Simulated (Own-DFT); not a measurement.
## Calculated data, AlN (wurtzite, atoms displaced)

Computed with Own-DFT development build. A calculation, not a measurement: plane-wave PBE density functional theory by an unreviewed code, no spin, of a simulated periodic cell, stress positive in tension, free energy of the whole cell less one offset for each atom, forces on such cells passed a denser k mesh, this cell's mesh not checked; offsets are fitted by least squares, one for each functional and potential file, so energies compare only between cells with the same atoms and settings and are not formation energies; the far tail of each file's local potential was reset to the Coulomb form; each entry is a single point on an unrelaxed cell, so the pressure reflects the starting lattice, mostly measured values (interpolated for alloys), from which strain is counted, and rises with the displacements; printed positions are rounded, which can move forces by about a meV/angstrom; the program, named Own-DFT, is a retired in-house code; no spin-orbit coupling.

Settings shared by all entries: functional PBE; potential files PseudoDojo norm-conserving, scalar-relativistic, standard set; wave cutoff 42 hartree; occupations Fermi-Dirac; smearing width 0.1 eV; hardware one NVIDIA H100; k mesh 2 x 2 x 2 centred on Gamma.

(1) AlN (wurtzite, atoms displaced)

```
AlN
1.0
     12.4480     0.0000     0.0000
     -6.2240    10.7803     0.0000
      0.0000     0.0000     9.9640
Al N Al N Al N Al N Al N Al N Al N Al N Al N Al N Al N Al N Al N Al N Al N Al N Al N Al N Al N Al N Al N Al N Al N Al N Al N Al N Al N Al N Al N Al N Al N Al N
2 2 2 2 2 2 2 2 2 2 2 2 2 2 2 2 2 2 2 2 2 2 2 2 2 2 2 2 2 2 2 2 2 2 2 2 2 2 2 2 2 2 2 2 2 2 2 2 2 2 2 2 2 2 2 2 2 2 2 2 2 2 2 2
Direct
  0.07000 0.17295 0.00265
  0.16643 0.07671 0.24370
  0.09781 0.18027 0.19879
  0.17074 0.07352 0.45503
  0.07986 0.16987 0.49677
  0.17173 0.07915 0.75068
  0.09381 0.17913 0.69691
  0.15599 0.07705 0.93729
  0.06048 0.39933 0.01590
  0.17342 0.33050 0.22980
  0.08395 0.41273 0.18465
  0.16470 0.33178 0.42012
  0.07748 0.42127 0.50728
  0.17665 0.33411 0.74627
  0.09083 0.42636 0.69092
  0.16082 0.29836 0.93807
  0.08523 0.66150 0.00766
  0.16164 0.59270 0.23528
  0.07423 0.65389 0.19934
  0.15187 0.57227 0.45472
  0.08584 0.67283 0.49697
  0.17122 0.58062 0.73709
  0.06529 0.66333 0.69319
  0.15871 0.56921 0.95489
  0.07088 0.91949 0.00513
  0.16769 0.84124 0.24601
  0.08625 0.92717 0.19662
  0.15822 0.82445 0.43885
  0.09765 0.93213 0.50204
  0.17032 0.85151 0.74983
  0.08327 0.91670 0.67498
  0.17015 0.84783 0.93282
  0.31623 0.16890 0.00321
  0.41808 0.09349 0.25056
  0.32430 0.17527 0.19050
  0.43420 0.08637 0.44123
  0.33308 0.16530 0.50926
  0.42991 0.10130 0.74336
  0.32634 0.15251 0.66404
  0.41546 0.07106 0.93881
  0.31860 0.40673 0.99342
  0.42566 0.33505 0.24475
  0.33478 0.40701 0.19285
  0.40845 0.31584 0.43756
  0.34379 0.41848 0.51125
  0.43432 0.34283 0.76848
  0.33620 0.42366 0.70342
  0.40942 0.33136 0.95557
  0.32035 0.65300 0.01303
  0.40798 0.60578 0.26043
  0.34074 0.66668 0.19514
  0.41685 0.59807 0.43737
  0.34127 0.66645 0.50322
  0.41861 0.59043 0.75970
  0.35034 0.66305 0.70024
  0.42383 0.58124 0.94324
  0.32066 0.92518 0.00611
  0.41096 0.83910 0.25793
  0.34359 0.91100 0.18274
  0.43285 0.84328 0.43403
  0.32757 0.91687 0.48320
  0.42107 0.83137 0.73173
  0.32052 0.91138 0.68266
  0.42209 0.83615 0.93685
  0.59958 0.17272 0.00716
  0.68331 0.09238 0.23456
  0.58059 0.16167 0.16410
  0.67190 0.08696 0.43368
  0.59516 0.16618 0.51273
  0.66680 0.09136 0.75436
  0.58475 0.16186 0.68725
  0.66656 0.08698 0.92560
  0.58744 0.41274 0.99444
  0.66047 0.32154 0.25677
  0.56929 0.41647 0.18838
  0.68786 0.33594 0.44682
  0.59117 0.42417 0.51170
  0.67577 0.33254 0.75328
  0.59588 0.42673 0.70426
  0.66374 0.31924 0.95073
  0.58262 0.67224 0.00081
  0.68394 0.59004 0.23474
  0.60327 0.67692 0.19747
  0.67914 0.59997 0.43084
  0.59233 0.67634 0.50938
  0.67250 0.59506 0.73475
  0.59115 0.66775 0.70506
  0.66417 0.57570 0.93346
  0.58666 0.93209 0.00924
  0.67059 0.83279 0.24893
  0.58563 0.92029 0.19130
  0.67659 0.83456 0.43779
  0.60186 0.92629 0.50406
  0.66222 0.82392 0.72497
  0.57726 0.90392 0.68689
  0.66361 0.82569 0.94173
  0.84498 0.16541 0.99990
  0.91816 0.08656 0.25481
  0.83716 0.16851 0.17815
  0.90948 0.06778 0.42542
  0.81493 0.15752 0.49745
  0.92517 0.08606 0.76104
  0.84175 0.17303 0.69622
  0.92280 0.08737 0.91670
  0.85116 0.42299 0.00479
  0.91264 0.33139 0.24268
  0.82678 0.41617 0.17367
  0.91979 0.33228 0.43455
  0.83480 0.41096 0.48731
  0.89930 0.33224 0.74046
  0.83082 0.41960 0.69444
  0.91508 0.33282 0.94342
  0.83840 0.66377 0.01140
  0.91738 0.58650 0.25482
  0.84632 0.68378 0.19546
  0.91838 0.56946 0.42784
  0.83474 0.65766 0.49410
  0.92037 0.58206 0.75411
  0.83482 0.65699 0.70407
  0.91437 0.58698 0.95147
  0.83495 0.90728 0.99035
  0.91005 0.82893 0.24123
  0.83887 0.93017 0.17511
  0.92015 0.83122 0.44682
  0.83680 0.90857 0.50266
  0.91667 0.83231 0.74008
  0.83101 0.91007 0.70874
  0.91476 0.82123 0.93489
```

Results for AlN (wurtzite, atoms displaced): free energy of cell above offsets -20.435 eV; pressure 12.87 GPa; stress xx -10.53 GPa; stress yy -14.45 GPa; stress zz -13.63 GPa; stress yz 2.34 GPa; stress xz -0.75 GPa; stress xy -0.78 GPa; wall time 406.1 s.

Force:
| element | x (eV/Å) | y (eV/Å) | z (eV/Å) |
| --- | --- | --- | --- |
| Al | 1.467 | -9.633 | 4.053 |
| Al | -1.513 | 4.727 | 3.148 |
| N | -2.124 | -7.327 | -2.472 |
| N | -1.361 | 7.132 | -4.518 |
| Al | 0.99 | 0.161 | -0.147 |
| Al | -1.569 | 0.747 | -0.834 |
| N | -0.171 | -3.702 | -2.498 |
| N | -0.222 | 0.46 | 0.524 |
| Al | 3.627 | 2.414 | -3.953 |
| Al | -0.516 | 4.669 | 3.658 |
| N | -0.899 | 0.698 | 3.008 |
| N | 0.126 | 0.735 | 3.405 |
| Al | 2.496 | -3.447 | -1.128 |
| Al | -2.627 | 0.69 | 1.258 |
| N | -0.473 | -3.788 | 0.511 |
| N | -0.094 | 12.11 | -3.898 |
| Al | -1.177 | 1.384 | -1.87 |
| Al | 5.524 | -4.157 | 3.206 |
| N | -2.566 | 4.76 | -2.399 |
| N | 1.853 | 5.034 | -2.28 |
| Al | -0.428 | -3.107 | 1.906 |
| Al | -1.197 | 2.969 | 1.776 |
| N | 5.484 | 2.6 | -1.454 |
| N | -0.201 | 0.156 | -0.931 |
| Al | 2.086 | -0.565 | -1.148 |
| Al | 0.613 | -1.262 | 0.486 |
| N | -0.172 | -4.718 | -1.856 |
| N | 0.524 | 3.242 | -2.142 |
| Al | -1.264 | -8.078 | -0.541 |
| Al | 0.085 | -3.208 | -0.046 |
| N | -1.298 | 0.498 | 3.728 |
| N | -1.816 | -2.462 | 2.534 |
| Al | 2.106 | -1.177 | -0.4 |
| Al | 0.8 | -0.773 | -0.839 |
| N | 2.983 | -2.253 | -0.029 |
| N | -1.812 | 0.286 | -1.012 |
| Al | 0.817 | -0.302 | -9.797 |
| Al | -2.122 | -4.279 | 1.814 |
| N | 1.079 | 1.506 | 12.81 |
| N | -0.809 | 4.974 | -1.232 |
| Al | 1.611 | 1.972 | 2.03 |
| Al | -5.179 | -1.113 | 2.234 |
| N | -0.925 | 3.098 | -1.408 |
| N | 1.363 | 4.369 | 0.786 |
| Al | -1.89 | -0.728 | -2.397 |
| Al | -2.369 | -0.575 | -1.031 |
| N | 2.86 | 0.091 | -1.152 |
| N | 1.988 | -0.149 | -2.417 |
| Al | 2.468 | 2.75 | -2.917 |
| Al | 12.04 | -7.356 | 2.11 |
| N | -10.79 | 4.937 | -3.502 |
| N | 4.72 | -2.721 | 1.717 |
| Al | -4.073 | 1.705 | 1.318 |
| Al | 4.769 | -2.791 | 2.207 |
| N | -6.495 | 2.317 | -3.633 |
| N | -2.853 | -1.275 | 0.832 |
| Al | 3.693 | -2.042 | -2.046 |
| Al | 5.066 | -1.265 | -1.025 |
| N | -6.071 | 2.415 | 1.151 |
| N | -1.369 | -1.271 | 2.499 |
| Al | 1.71 | 0.018 | 2.352 |
| Al | -3.424 | 0.287 | 3.598 |
| N | 3.277 | 1.278 | -1.576 |
| N | -1.281 | -0.999 | 0.373 |
| Al | -1.683 | -3.447 | -7.869 |
| Al | -3.498 | -2.694 | 1.465 |
| N | -0.121 | 0.062 | 11.46 |
| N | -2.45 | -1.47 | -1.307 |
| Al | -1.393 | 0.227 | -3.643 |
| Al | 2.515 | -2.49 | -1.816 |
| N | 0.273 | 2.37 | 1.083 |
| N | 2.035 | 0.288 | 4.223 |
| Al | -0.835 | 0.283 | 0.987 |
| Al | -0.35 | 1.442 | -1.788 |
| N | 7.221 | 2.415 | -0.807 |
| N | -6.8 | -3.281 | -1.534 |
| Al | -0.168 | -0.91 | -1.848 |
| Al | -2.046 | 0.032 | 1.532 |
| N | -0.192 | -2.041 | -1.685 |
| N | 0.208 | 5.082 | -3.313 |
| Al | 1.71 | -1.71 | 1.13 |
| Al | -3.622 | -1.596 | 1.332 |
| N | -1.974 | -1.634 | -1.235 |
| N | -0.746 | -2.869 | 1.54 |
| Al | -0.676 | -1.485 | -2.221 |
| Al | 3.3 | -2.129 | 4.269 |
| N | -3.286 | -1.701 | -3.893 |
| N | 0.401 | 1.145 | 1.531 |
| Al | 0.134 | -3.507 | -2.619 |
| Al | -0.319 | 1.99 | -0.878 |
| N | 0.406 | 0.481 | 1.334 |
| N | -0.962 | 0.593 | 1.44 |
| Al | -1.618 | -1.541 | -1.812 |
| Al | -0.085 | 3.808 | 5.05 |
| N | 1.822 | 3.443 | -1.258 |
| N | -0.084 | 3.161 | -1.158 |
| Al | -2.173 | -0.703 | -3.176 |
| Al | 1.508 | 0.318 | -3.01 |
| N | 1.46 | 0.779 | 1.238 |
| N | -0.557 | 1.404 | 4.725 |
| Al | 6.591 | 3.231 | 1.646 |
| Al | 0.014 | 0.122 | -10.49 |
| N | -1.485 | -1.964 | -1.835 |
| N | -1.424 | -1.128 | 11.74 |
| Al | -3.331 | -0.191 | -2.854 |
| Al | 0.74 | 1.281 | 0.864 |
| N | 0.144 | -0.144 | 5.472 |
| N | -0.941 | -1.698 | 0.092 |
| Al | 4.251 | 2.863 | 2.545 |
| Al | 4.643 | 0.732 | 1.795 |
| N | 0.191 | 0.199 | -1.711 |
| N | -0.575 | -1.886 | -1.952 |
| Al | -2.744 | 0.162 | -2.613 |
| Al | -0.682 | -1.464 | -2.171 |
| N | 1.623 | -5.968 | -1.627 |
| N | -1.368 | 1.928 | 2.647 |
| Al | 1.39 | 1.505 | 1.388 |
| Al | -2.603 | -0.935 | 2.044 |
| N | -0.77 | 1.889 | -3.178 |
| N | 3.181 | -1.352 | -0.929 |
| Al | -2.125 | 0.172 | -1.039 |
| Al | -0.464 | 6.97 | 3.364 |
| N | 1.011 | -1.219 | 1.102 |
| N | 0.793 | -0.507 | -1.079 |
| Al | 0.235 | 1.067 | 0.217 |
| Al | 1.838 | -1.483 | 0.85 |
| N | -0.251 | 1.775 | -2.863 |
| N | -0.3 | 1.259 | 0.605 |

(2) AlN (wurtzite, atoms displaced)

```
AlN
1.0
     12.4480     0.0000     0.0000
     -6.2240    10.7803     0.0000
      0.0000     0.0000     9.9640
Al N Al N Al N Al N Al N Al N Al N Al N Al N Al N Al N Al N Al N Al N Al N Al N Al N Al N Al N Al N Al N Al N Al N Al N Al N Al N Al N Al N Al N Al N Al N Al N
2 2 2 2 2 2 2 2 2 2 2 2 2 2 2 2 2 2 2 2 2 2 2 2 2 2 2 2 2 2 2 2 2 2 2 2 2 2 2 2 2 2 2 2 2 2 2 2 2 2 2 2 2 2 2 2 2 2 2 2 2 2 2 2
Direct
  0.08582 0.15532 0.00121
  0.16316 0.07996 0.25907
  0.07713 0.16485 0.18279
  0.15590 0.07526 0.43113
  0.07134 0.17220 0.51515
  0.17722 0.09490 0.74901
  0.08127 0.14994 0.69446
  0.18446 0.09065 0.92144
  0.09619 0.43267 0.01239
  0.18023 0.32878 0.25486
  0.06894 0.39427 0.18397
  0.15974 0.33488 0.43196
  0.09631 0.42182 0.50692
  0.16820 0.33221 0.74721
  0.08475 0.41171 0.69381
  0.17124 0.35035 0.94525
  0.08788 0.68466 0.99436
  0.16344 0.58779 0.23114
  0.09193 0.67689 0.20828
  0.16122 0.58739 0.45404
  0.07437 0.66255 0.48037
  0.18051 0.58943 0.76131
  0.09363 0.67020 0.68399
  0.16484 0.57758 0.93301
  0.07832 0.91136 0.99162
  0.15679 0.81635 0.25480
  0.08548 0.91788 0.18878
  0.17750 0.82936 0.44800
  0.07332 0.91715 0.50011
  0.16110 0.83354 0.76547
  0.08982 0.93402 0.68323
  0.17959 0.82542 0.92919
  0.32759 0.15906 0.98819
  0.42340 0.08390 0.26472
  0.34682 0.18099 0.18942
  0.42147 0.06850 0.42931
  0.34001 0.16981 0.48870
  0.42179 0.08714 0.76610
  0.31874 0.15707 0.68550
  0.40678 0.08237 0.95560
  0.32487 0.41055 0.99366
  0.40618 0.34132 0.25916
  0.35877 0.44436 0.18992
  0.41668 0.33616 0.44512
  0.32872 0.41899 0.49579
  0.41312 0.31942 0.74909
  0.33189 0.41042 0.69113
  0.42955 0.34331 0.94693
  0.33723 0.67458 0.98913
  0.41107 0.57978 0.23576
  0.33421 0.66845 0.19810
  0.41445 0.58735 0.43254
  0.34193 0.65551 0.49211
  0.41986 0.58202 0.76197
  0.35325 0.67368 0.69901
  0.41281 0.58970 0.96462
  0.33327 0.93403 0.00507
  0.43262 0.84220 0.25179
  0.33148 0.90406 0.20366
  0.42835 0.84500 0.44971
  0.34032 0.91762 0.50177
  0.41235 0.83349 0.73587
  0.31877 0.89481 0.69334
  0.41259 0.83130 0.93680
  0.56472 0.15649 0.00721
  0.64449 0.06357 0.25077
  0.58548 0.16432 0.17583
  0.66190 0.08637 0.44095
  0.57614 0.17399 0.50238
  0.66164 0.07424 0.73345
  0.58034 0.16163 0.69230
  0.67090 0.08445 0.93439
  0.58096 0.41290 0.98768
  0.65380 0.31775 0.25920
  0.57871 0.40813 0.18473
  0.65090 0.33001 0.44264
  0.57740 0.42561 0.48737
  0.67415 0.33326 0.74303
  0.58981 0.41789 0.69218
  0.68132 0.34181 0.93873
  0.59268 0.66694 0.00612
  0.67765 0.59241 0.24768
  0.58267 0.65606 0.21345
  0.66375 0.58106 0.43785
  0.60150 0.67359 0.49638
  0.66282 0.57866 0.74368
  0.59041 0.68147 0.69067
  0.67488 0.58142 0.94155
  0.57244 0.91204 0.98483
  0.66152 0.82654 0.25519
  0.57840 0.92998 0.20544
  0.67384 0.82218 0.42417
  0.57688 0.92008 0.51645
  0.67115 0.83905 0.73900
  0.59348 0.92227 0.69449
  0.67541 0.83877 0.95269
  0.82742 0.16584 0.99984
  0.92750 0.08734 0.25865
  0.84752 0.17693 0.18924
  0.90724 0.08284 0.42890
  0.84640 0.16842 0.50210
  0.91709 0.06414 0.76730
  0.84206 0.16862 0.69602
  0.92546 0.08482 0.93932
  0.84144 0.41749 0.00854
  0.91245 0.32464 0.24675
  0.83975 0.42430 0.20367
  0.90611 0.32645 0.42880
  0.82712 0.41670 0.50233
  0.92269 0.33259 0.74982
  0.82228 0.40247 0.68820
  0.90998 0.33206 0.94029
  0.83740 0.65794 0.99203
  0.92044 0.58641 0.25447
  0.86121 0.67840 0.16856
  0.93414 0.59887 0.46169
  0.82803 0.66598 0.50838
  0.91746 0.58222 0.74090
  0.82508 0.65451 0.66861
  0.91043 0.58060 0.93361
  0.82922 0.90579 0.00718
  0.91827 0.83586 0.25449
  0.84137 0.92288 0.20373
  0.93255 0.85720 0.43507
  0.83583 0.92199 0.51486
  0.91128 0.83661 0.76518
  0.85407 0.92424 0.69571
  0.90707 0.81169 0.93470
```

Questions
1. What pressure does the calculation give for AlN (wurtzite, atoms displaced) (entry 2)?

## Answers
1. 12.69 GPa

Further results for AlN (wurtzite, atoms displaced) (entry 2):

| Quantity | Value |
| --- | --- |
| free energy of cell above offsets | -19.987 eV |
| stress xx | -11.2 GPa |
| stress yy | -14.59 GPa |
| stress zz | -12.27 GPa |
| stress yz | -1.28 GPa |
| stress xz | -0.64 GPa |
| stress xy | -0.27 GPa |
| wall time | 399.4 s |

Force:
| element | x (eV/Å) | y (eV/Å) | z (eV/Å) |
| --- | --- | --- | --- |
| Al | -1.006 | 2.213 | -0.711 |
| Al | 0.864 | 0.558 | -3.643 |
| N | 3.819 | 0.768 | 1.095 |
| N | 0.658 | 2.916 | 3.396 |
| Al | 1.671 | -1.481 | -2.305 |
| Al | -2.502 | -4.114 | -1.478 |
| N | -2.734 | 3.633 | -0.172 |
| N | -4.222 | -2.862 | 3.315 |
| Al | -1.767 | -3.947 | -1.75 |
| Al | -2.889 | 0.827 | -3.041 |
| N | 2.496 | 3.814 | 1.856 |
| N | 2.325 | -1.057 | 2.086 |
| Al | -4.062 | 0.994 | -1.032 |
| Al | -0.6 | -0.765 | 1.756 |
| N | 0.805 | 1.115 | -0.459 |
| N | 0.527 | -3.533 | -1.651 |
| Al | -0.046 | -6.395 | 1.37 |
| Al | 2.577 | -2.337 | 3.007 |
| N | -1.715 | -7.787 | -5.143 |
| N | 3.723 | -1.617 | -2.065 |
| Al | 10.35 | 6.329 | 4.908 |
| Al | -1.475 | -0.055 | -4.824 |
| N | -1.428 | -0.877 | 1.904 |
| N | -0.561 | 3.376 | 3.642 |
| Al | 0.605 | 0.385 | 1.022 |
| Al | 0.869 | 10.53 | 3.375 |
| N | 0.494 | -0.381 | -1.457 |
| N | -2.971 | 0.996 | -1.54 |
| Al | 6.126 | 1.065 | 1.576 |
| Al | -0.416 | -0.487 | -8.157 |
| N | -0.07 | -3.098 | 3.036 |
| N | -1.867 | 4.712 | 4.655 |
| Al | 0.631 | 5.445 | 4.728 |
| Al | -1.444 | -0.596 | -6.744 |
| N | -1.535 | -2.157 | 0.613 |
| N | -1.994 | 3.386 | 5.498 |
| Al | -1.468 | -2.311 | 0.405 |
| Al | -0.899 | -1.863 | -2.536 |
| N | 6.669 | 2.822 | -1.609 |
| N | 1.779 | 1.656 | -3.51 |
| Al | 2.741 | 2.283 | 1.462 |
| Al | 4.28 | -0.23 | -2.256 |
| N | -1.632 | -12.87 | -2.847 |
| N | -1.853 | -0.364 | -0.291 |
| Al | 0.616 | 0.489 | 0.794 |
| Al | 0.286 | 2.528 | -0.074 |
| N | 0.589 | 0.91 | -0.092 |
| N | -4.78 | -3.768 | -2.938 |
| Al | -1.846 | -0.633 | 2.311 |
| Al | -0.675 | 9.688 | 3.946 |
| N | -0.424 | 0.913 | -1.463 |
| N | 5.569 | -3.465 | -0.812 |
| Al | -6.844 | 4.492 | 2.499 |
| Al | 0.443 | 0.222 | -0.131 |
| N | -1.188 | -2.336 | -1.071 |
| N | 3.767 | -1.356 | -2.658 |
| Al | 2.062 | -6.67 | 2.651 |
| Al | -5.054 | -4.216 | 2.103 |
| N | -1.355 | 2.39 | -2.148 |
| N | -0.237 | -3.316 | -0.759 |
| Al | -1.718 | -2.362 | 0.819 |
| Al | 1.705 | -0.251 | 2.128 |
| N | -0.435 | 4.674 | -0.298 |
| N | -0.889 | 2.226 | -0.813 |
| Al | 4.196 | 3.192 | -3.423 |
| Al | 2.533 | 13.92 | 3.819 |
| N | -0.549 | -0.857 | 4.924 |
| N | 0.549 | -0.199 | 1.358 |
| Al | 2.486 | -2.193 | 0.465 |
| Al | 1.365 | 5.674 | 2.836 |
| N | -1.133 | 0.212 | -0.046 |
| N | -2.611 | -1.868 | -0.404 |
| Al | 4.527 | 1.482 | 2.717 |
| Al | 0.465 | 2.784 | -2.521 |
| N | 0.138 | 1.499 | 1.51 |
| N | 0.732 | 1.417 | 0.218 |
| Al | 1.928 | -1.918 | 2.131 |
| Al | -2.562 | -1.299 | 2.896 |
| N | -1.876 | -1.501 | -1.237 |
| N | -2.404 | -2.126 | -0.278 |
| Al | -0.807 | -0.587 | 0.42 |
| Al | 1.812 | -2.989 | -0.989 |
| N | -1.107 | 2.724 | -3.377 |
| N | 2.132 | 1.498 | -0.635 |
| Al | -3.605 | -1.261 | 0.49 |
| Al | 0.536 | 1.167 | 1.098 |
| N | 0.895 | -3.104 | -0.421 |
| N | -2.24 | 0.527 | -0.932 |
| Al | 1.982 | 1.845 | 1.354 |
| Al | 0.338 | 1.804 | -3.263 |
| N | 5.431 | -11.07 | -6.619 |
| N | -0.412 | 3.076 | 5.965 |
| Al | 2.431 | 1.368 | -3.357 |
| Al | 1.196 | 0.359 | 2.69 |
| N | -1.003 | -3.41 | -0.236 |
| N | -2.298 | -1.663 | -1.666 |
| Al | 1.668 | 0.973 | 0.716 |
| Al | -2.879 | -0.037 | -3.577 |
| N | -1.241 | -5.425 | -1.214 |
| N | 2.58 | -0.7 | 4.684 |
| Al | -4.521 | 1.224 | 0.15 |
| Al | -1.279 | 6.415 | -1.318 |
| N | 0.298 | -2.232 | -0.879 |
| N | -0.321 | -1.771 | 2.575 |
| Al | -1.397 | 0.047 | -0.068 |
| Al | -0.937 | 2.575 | 1.069 |
| N | -0.691 | -1.155 | -0.657 |
| N | 0.785 | 1.391 | 2.998 |
| Al | 1.506 | -0.552 | -1.148 |
| Al | -1.416 | -0.125 | 1.046 |
| N | 3.677 | 2.996 | -1.393 |
| N | 2.25 | 0.492 | -0.273 |
| Al | -1.758 | -0.978 | 0.621 |
| Al | 0.172 | -0.297 | 0.57 |
| N | -2.589 | -0.365 | 4.237 |
| N | -12.26 | -6.763 | -4.073 |
| Al | 1.571 | 1.384 | -7.131 |
| Al | 1.188 | -0.437 | -0.434 |
| N | -0.389 | 1.319 | 8.895 |
| N | 3.766 | -0.002 | -0.517 |
| Al | 1.569 | 2.507 | 1.616 |
| Al | 0.737 | 0.293 | -1.197 |
| N | -1.141 | -1.656 | -2.337 |
| N | -4.644 | -4.76 | 0.183 |
| Al | 0.472 | -0.114 | -3.92 |
| Al | 4.046 | -1.955 | -4.246 |
| N | -4.434 | -3.627 | -1.924 |
| N | 0.111 | 4.042 | 1.973 |
